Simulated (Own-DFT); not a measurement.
## Calculated data, SiC (4H silicon carbide, strained, atoms displaced), Si$_{3}$N$_{4}$ (beta silicon nitride, strained, atoms displaced), GaP (zincblende, strained, atoms displaced)

All values are calculated (Own-DFT development build). A calculation, not a measurement: plane-wave PBE density functional theory by an unreviewed code, no spin, of a simulated periodic cell, stress positive in tension, free energy of the whole cell less one offset for each atom, forces on such cells passed a denser k mesh, this cell's mesh not checked; offsets are fitted by least squares, one for each functional and potential file, so energies compare only between cells with the same atoms and settings and are not formation energies; the far tail of each file's local potential was reset to the Coulomb form; each entry is a single point on an unrelaxed cell, so the pressure reflects the starting lattice, mostly measured values (interpolated for alloys), from which strain is counted, and rises with the displacements; printed positions are rounded, which can move forces by about a meV/angstrom; the program, named Own-DFT, is a retired in-house code; no spin-orbit coupling.

Settings shared by all entries: functional PBE; potential files PseudoDojo norm-conserving, scalar-relativistic, standard set; wave cutoff 42 hartree; occupations Fermi-Dirac; smearing width 0.1 eV.

(1) 
```xyz
72
Lattice="9.3533 0.1282 0.1507 -4.5656 8.0143 -0.2087 0.1641 -0.1676 10.1856" Properties=species:S:1:pos:R:3:force_x:R:1:force_y:R:1:force_z:R:1 formula=SiC hardware=one_NVIDIA_H100 k_mesh=4_x_4_x_3_centred_on_Gamma free_energy_of_cell_above_offsets=-5.666 pressure=-1.56 stress_xx=3.32 stress_yy=-0.11 stress_zz=1.47 stress_yz=-4.96 stress_xz=4.64 stress_xy=5.05 wall_time=347.5
Si     0.0972    -0.0567     4.2147      -1.32     -0.276     -1.516
Si    -0.0518     1.7449     1.4894      2.959     -0.287      1.384
C     -4.5196     7.9948     0.6734     -0.354     -0.335      1.113
C      0.0532     1.7314     3.4880      2.278     -0.618     -0.854
Si    -1.4031     2.6050     4.0272     -1.945     -0.663      1.241
Si    -1.4508     4.4403     1.5678     -0.841      0.269     -2.151
C     -1.4802     2.6625     0.9504     -1.801      0.835     -1.921
C     -1.5002     4.3506     3.3515      1.478       1.36      2.575
Si     6.3492     5.4362     4.1287     -0.521     -2.359      0.923
Si    -2.9668     7.1109     1.4296     -0.528      0.001     -0.753
C      6.2560     5.3914     0.9908      1.852      1.125      0.269
C     -3.0008     6.9827     3.3383      0.866      2.497     -0.279
Si    -1.4592     7.9681     3.9579      1.187      0.449      0.891
Si     3.1974     1.8174     1.6214     -0.647      0.186     -0.823
C     -1.3891     8.0412     0.7352     -0.688     -0.401      1.658
C      3.2054     1.8309     3.4937      0.664     -1.306      0.633
Si     1.6846     2.6866     4.1180     -0.633     -0.804      0.045
Si     1.6439     4.4498     1.5728     -0.112      1.646     -1.555
C      1.5856     2.7717     0.9144      0.074     -1.997      0.575
C      1.7021     4.4349     3.3971     -0.562      0.389      1.602
Si     0.1570     5.3377     4.0040     -0.598     -1.417      0.795
Si     0.1375     7.1292     1.5005      0.176      1.254     -0.373
C      0.0424     5.4095     0.9033      0.436     -1.564      0.109
C      0.1973     7.0724     3.4488     -1.799      0.739     -1.138
Si     1.6361     7.9487     4.1347      2.948      1.775     -2.452
Si     6.2498     1.9009     1.5710      1.126     -1.995      2.254
C      1.6711     8.0142     0.8414      0.735      1.371     -0.061
C      6.3886     1.7813     3.6151      -0.94     -0.121     -0.864
Si     4.8641     2.7442     4.1951     -0.636     -2.472     -1.292
Si     4.7457     4.5146     1.6063     -0.556      0.403      0.253
C      4.7569     2.7789     0.9921     -1.042     -0.547     -0.233
C      4.8026     4.4042     3.5362     -0.147      2.613     -0.973
Si     3.2022     5.3655     4.0577      1.964      -0.94      1.931
Si     3.2642     7.2176     1.5464      -0.17     -0.321     -0.166
C      3.1752     5.4074     0.8572      0.415      -0.21      2.218
C      3.3444     7.0828     3.5016     -1.017      1.901     -0.897
Si    -4.3671     7.8443     8.9522     -0.301      0.509      1.365
Si     4.8897     6.2674     6.7236     -0.333      -0.38     -0.377
C      0.0767    -0.0555     6.0668      0.353     -1.348      0.032
C      4.9619     6.1886     8.6219      -0.56     -0.082     -0.542
Si    -2.8356     5.2403     9.1537     -0.963     -1.388      -0.83
Si     6.3861     3.5554     6.6207     -0.345     -0.426      1.701
C      6.3748     5.3447     6.0776      1.394      0.359     -0.953
C      6.4396     3.5530     8.5851      -0.89      0.147      0.625
Si    -1.4195     2.6312     9.1907      0.742     -2.096     -0.462
Si     7.8906     0.8819     6.7730     -0.073      0.671      1.352
C      7.9049     2.6297     6.1279       1.28      1.895     -0.614
C      7.9749     0.7933     8.7567      0.443      1.941     -1.486
Si     1.9444     7.8935     9.0515     -2.704      1.141      2.489
Si     1.6555     6.2872     6.6236      3.941     -1.177      0.993
C      6.3605     0.0046     6.1402     -1.143      -0.29      1.468
C      1.8103     6.1610     8.5735     -0.982     -0.899     -1.212
Si     3.3494     5.2747     9.2251      0.362     -0.181     -1.461
Si     3.3150     3.4368     6.6992     -0.204       2.23     -0.709
C      3.3939     5.3927     6.0524     -2.532      -1.09     -0.629
C      3.2507     3.5005     8.5510      1.548     -0.375       1.23
Si     4.8700     2.5422     9.3126     -0.165      2.923     -0.887
Si     4.7749     0.8468     6.7434     -0.156      0.567      0.944
C      4.8352     2.6260     6.0021     -0.036     -0.168      1.907
C      4.8277     0.8662     8.7832       0.34     -3.038     -2.595
Si    -1.3561     7.8343     9.0312      1.604      2.965      0.862
Si    -1.3271     6.0064     6.5580     -1.902      2.722      0.421
C     -1.3537     7.9111     5.9610     -0.553     -0.395     -1.315
C     -1.3057     6.1503     8.4946     -0.186     -2.258     -0.789
Si     0.2009     5.2499     9.1907        0.8      0.088     -0.044
Si     0.1645     3.5924     6.6981      0.488     -2.587     -1.568
C      0.2565     5.3435     6.0150     -1.162     -1.611     -1.971
C      0.1574     3.4465     8.5224      0.408      0.697      1.553
Si     1.7756     2.6235     9.2471     -0.896     -1.032     -0.863
Si     1.5806     0.7876     6.6381      2.429      1.068      1.914
C      1.7704     2.6105     6.0331     -1.672       0.27     -0.202
C      1.7292     0.7801     8.6682     -0.679       0.45     -1.516
```

Units: free_energy_of_cell_above_offsets in eV; pressure, stress_xx, stress_yy, stress_zz, stress_yz, stress_xz, stress_xy in GPa; wall_time in s; force_x, force_y, force_z in eV/Å.

(2) 
```xyz
42
Lattice="7.5129 0.1037 -0.0681 -3.6666 6.5203 -0.0215 -0.0781 -0.0735 8.5791" Properties=species:S:1:pos:R:3:force_x:R:1:force_y:R:1:force_z:R:1 formula=Si3N4 k_mesh=3_x_3_x_3_centred_on_Gamma free_energy_of_cell_above_offsets=-2.244 pressure=16.78 stress_xx=-15.29 stress_yy=-13.22 stress_zz=-21.82 stress_yz=-5.21 stress_xz=-2.14 stress_xy=1.16
Si    -1.5397     5.0222     0.6632       1.47      0.889      1.363
Si     0.2300     2.6506     0.6702      0.094      1.349     -0.478
Si     1.4118     5.5076     0.7404      0.463     -3.904     -4.353
Si     5.3300     1.5840     2.1933     -3.015     -1.065     -6.544
Si     3.6043     3.9746     2.0737     -1.291     -0.789     -2.785
Si     2.3977     1.1874     2.1441      0.729     -0.575     -0.687
N      2.5405     0.2644     0.6563     -1.667      -2.03      1.619
N      6.2015     2.0244     0.5924     -0.941     -0.041       2.46
N      2.8393     4.4546     0.5948     -1.175      1.033      1.769
N      1.4486     6.3337     2.0816       0.33      4.222      4.123
N     -2.4021     4.5574     2.1214      2.205      0.998     -0.866
N      1.0568     2.2445     2.0828      -0.09     -1.102      0.856
N      0.0715     4.4002     0.7052     -0.706     -0.961     -0.485
N      3.6765     2.2935     2.1076      3.112     -1.801      0.316
Si    -1.5768     4.9702     3.5532      1.316      1.643     -0.488
Si     0.2970     2.6264     3.5322     -2.688      2.268     -1.012
Si     1.4108     5.4398     3.5593      0.629     -1.405     -3.176
Si     5.3772     1.4375     4.9776       -0.3      6.339     -0.408
Si     3.5235     3.8341     4.9310      1.116      2.593     -1.449
Si     2.3431     1.1103     5.0748      1.018      0.748     -1.641
N      2.3900     0.2185     3.5887     -0.752     -0.537      -0.01
N      6.1356     1.9787     3.4793      3.701      1.658      4.459
N      2.8322     4.4371     3.4279     -2.277      0.944      3.794
N      1.4596     6.3926     4.9073     -0.269     -2.648      1.854
N     -2.3958     4.5169     4.9356     -0.384     -0.292      2.127
N      0.9526     2.1472     4.9643      1.389     -0.792      1.778
N      0.0589     4.4460     3.5256     -0.655     -3.095       0.41
N      3.7383     2.2186     4.9988      0.808     -3.932       0.18
Si    -1.5540     4.9632     6.4344     -1.333     -0.622     -1.348
Si     0.1490     2.6495     6.4087        4.8      2.059      0.919
Si     1.3653     5.3884     6.3030      2.225      1.036      3.118
Si     5.2396     1.5589     7.7749     -0.484     -1.143      0.729
Si     3.5505     3.9198     7.7820      -2.38     -0.645     -0.316
Si     2.3154     1.0546     7.7959      1.883      3.398      4.206
N      2.3045     0.1414     6.5077     -0.219     -1.665     -4.469
N      6.2340     2.0771     6.3907      -5.68     -3.091     -0.546
N      2.7891     4.4154     6.3234     -1.191      0.638     -0.067
N      1.4521     6.2649     7.8509     -0.321      2.855      -2.95
N     -2.4260     4.4293     7.8381      2.194      1.257     -0.768
N      1.0204     2.0790     7.8595     -2.715      1.777     -1.326
N      0.0417     4.4314     6.3200     -1.458     -3.326      0.464
N      3.6047     2.2357     7.7774      2.506     -2.242     -0.371
```

Units: free_energy_of_cell_above_offsets in eV; pressure, stress_xx, stress_yy, stress_zz, stress_yz, stress_xz, stress_xy in GPa; force_x, force_y, force_z in eV/Å.

(3) 
```xyz
64
Lattice="10.8620 0.0000 0.0000 0.0000 10.8620 0.0000 0.0000 0.0000 10.9361" Properties=species:S:1:pos:R:3:force_x:R:1:force_y:R:1:force_z:R:1 formula=GaP hardware=one_NVIDIA_H100 k_mesh=3_x_3_x_3_centred_on_Gamma free_energy_of_cell_above_offsets=-33.211 pressure=3.64 stress_xx=-3.84 stress_yy=-3.82 stress_zz=-3.26 stress_yz=0.26 stress_xz=0.69 stress_xy=-0.04 wall_time=497.1
Ga     0.0941    10.7684    10.9203     -1.464      1.417      0.857
Ga     0.0570     2.6599     2.7776     -0.895      0.243      0.432
Ga     2.7025    10.7977     2.6763      -0.01       0.41      0.504
Ga     2.7354     2.6818    10.8839     -0.604      0.992      1.175
P      1.3331     1.4135     1.3734       0.71     -0.998     -0.505
P      1.3652     4.0514     4.1509      0.307      0.033     -0.563
P      4.0947     1.4172     4.0611     -1.346     -1.003      0.802
P      4.1299     4.1084     1.2906      -1.11     -0.671      0.902
Ga     0.0276    10.8197     5.4718     -0.095      0.249      0.199
Ga     0.0143     2.7649     8.1635      0.503     -0.182      0.313
Ga     2.7320     0.0418     8.2134     -0.371      0.116      0.094
Ga     2.6755     2.7191     5.5774       1.56      0.809      -1.43
P      1.4285     1.4146     6.7720      -1.66     -1.463      1.339
P      1.4336     4.1053     9.5772     -1.517     -0.672       0.56
P      4.0276     1.4513     9.5975      0.922     -1.982     -0.304
P      4.0777     4.0340     6.9083      0.487       0.33     -0.213
Ga    10.8364     5.4267     0.0127     -0.021     -0.383     -0.462
Ga    10.8198     8.1006     2.7458      0.883      0.995     -0.652
Ga     2.6502     5.4078     2.6461      0.584      0.064      0.525
Ga     2.6571     8.1022    10.8155      0.305      0.031      0.999
P      1.2953     6.7789     1.3203      0.337      0.445      0.247
P      1.3689     9.4277     4.1720     -0.074      0.422     -1.092
P      4.0867     6.8468     4.1235     -0.254     -0.631     -1.279
P      4.0596     9.4607     1.2869     -0.597     -0.469      0.463
Ga     0.0536     5.4707     5.4042     -0.831     -0.178      0.767
Ga     0.0028     8.0088     8.2637      0.272      1.702     -1.566
Ga     2.6647     5.3524     8.2290      1.046      1.108     -0.624
Ga     2.8073     8.1683     5.4406     -0.569     -0.058       0.75
P      1.3988     6.7978     6.8154      0.172     -0.132      0.147
P      1.3142     9.4926     9.5921      0.769     -0.367       -1.5
P      4.0942     6.7446     9.6574     -0.055     -0.106     -1.231
P      4.0372     9.5517     6.8418      0.574     -0.323      0.278
Ga     5.4114    10.8178     0.0696     -0.188      0.572     -0.895
Ga     5.3368     2.6822     2.7266      1.437      1.094     -0.258
Ga     8.1314     0.0090     2.7630     -0.297      0.142     -0.928
Ga     8.1404     2.7439     0.0083      0.644     -0.868      0.772
P      6.7107     1.3524     1.3289       0.84      0.204      0.702
P      6.8607     4.0476     4.2112     -0.868      0.425     -1.191
P      9.4698     1.2625     4.1093      0.768      1.066      0.235
P      9.5525     4.0354     1.3832     -0.238      0.132      0.303
Ga     5.3860    10.8270     5.3978      0.438      0.628      0.476
Ga     5.4821     2.6629     8.3067       0.22      0.218     -1.048
Ga     8.1472     0.0617     8.2410      0.422     -0.044      0.001
Ga     8.1792     2.7049     5.5287      0.072     -0.433     -0.344
P      6.8581     1.3307     6.8312     -1.342      0.003      0.082
P      6.7984     4.0035     9.6897     -0.104      1.225     -1.303
P      9.5420     1.4344     9.5639      0.292     -0.777      0.375
P      9.4458     4.0302     6.8954      0.885      1.162     -0.587
Ga     5.4726     5.4012     0.0287      0.028      0.189     -0.356
Ga     5.4449     8.1210     2.6530      0.003      0.547      0.671
Ga     8.2422     5.4626     2.7786     -0.781     -0.811     -0.216
Ga     8.1409     8.1462    10.8947     -0.164     -0.088      0.515
P      6.7461     6.7157     1.3836      1.288       0.45      -0.12
P      6.8343     9.5360     4.1014     -0.993     -0.696     -0.516
P      9.5352     6.8573     4.0499     -0.352     -0.746      1.152
P      9.4857     9.5009     1.3872      0.174     -0.011     -0.257
Ga     5.3583     5.4865     5.4500      0.612     -0.969      0.451
Ga     5.4179     8.1644     8.2616      0.378     -0.196     -0.493
Ga     8.1556     5.4509     8.2610     -0.624     -0.712     -0.373
Ga     8.1267     8.1480     5.4140      0.366        0.2      0.479
P      6.8506     6.7432     6.7715     -0.776      0.505      0.854
P      6.8080     9.5811     9.5959     -0.288     -0.499     -0.175
P      9.5156     6.7948     9.5133     -0.589     -0.635      1.436
P      9.4315     9.5692     6.8151      0.776     -1.021      0.626
```

Units: free_energy_of_cell_above_offsets in eV; pressure, stress_xx, stress_yy, stress_zz, stress_yz, stress_xz, stress_xy in GPa; wall_time in s; force_x, force_y, force_z in eV/Å.
